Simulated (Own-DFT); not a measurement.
# Same atoms, different arrangement: As32Ga32, 64 atoms

These are calculations, not measurements. The program, named Own-DFT, is a retired in-house plane-wave density functional code that no person has reviewed. Each row is one single-point run on a periodic cell that was not relaxed, without spin or spin-orbit coupling.

Settings of every run: PBE; PseudoDojo norm-conserving scalar-relativistic files; cutoff 42 hartree; 3 x 3 x 3 k mesh centred on Gamma; Fermi-Dirac smearing of 0.1 eV.

Known limits, some of them of some rows only: not probed for a lower state with spin; forces on such cells failed a check on a denser k mesh; forces not confirmed at this smearing and k mesh; stress not checked against mesh or cutoff.

All cells hold the same atoms in the same cell, with vectors in Å (11.307, 0.000, 0.000); (0.000, 11.307, 0.000); (0.000, 0.000, 11.307). Every atom was moved at random from its ideal site; u is the rms move along one axis. The defect's site can differ from row to row. E is the free energy of the cell above the lowest run. The arrangements:

- A: zincblende GaAs
- B: zincblende GaAs, with one As on a Ga site and one Ga on an As site, 2.4 Å apart

```
arrangement,u (Å),E (eV),P (GPa)
A,0.0183,0.001,3.51
A,0.0192,0.000,3.50
A,0.0205,0.036,3.52
A,0.0490,1.803,3.86
A,0.0495,2.284,4.02
A,0.0495,2.091,3.94
B,0.0302,3.069,3.92
B,0.0306,3.147,3.96
B,0.0316,3.055,3.91
B,0.0462,4.063,4.14
B,0.0493,4.452,4.18
B,0.0544,5.164,4.37
```

Question: once the cost of the random moves is taken out, how do the arrangements rank?

## Worked answer

Fit E = a + b u², with one b for all and one a for each arrangement, and with residuals divided by u², since the noise grows with the moves. Then b = 970 eV/Å², the scatter at u = 0.04 Å is 0.12 eV, and against A:

- B: 2.51 ± 0.05 eV (higher)

These are energies of unrelaxed cells. Relaxing the atoms lowers the strained arrangements most, so the gaps would shrink and small ones could change sign.
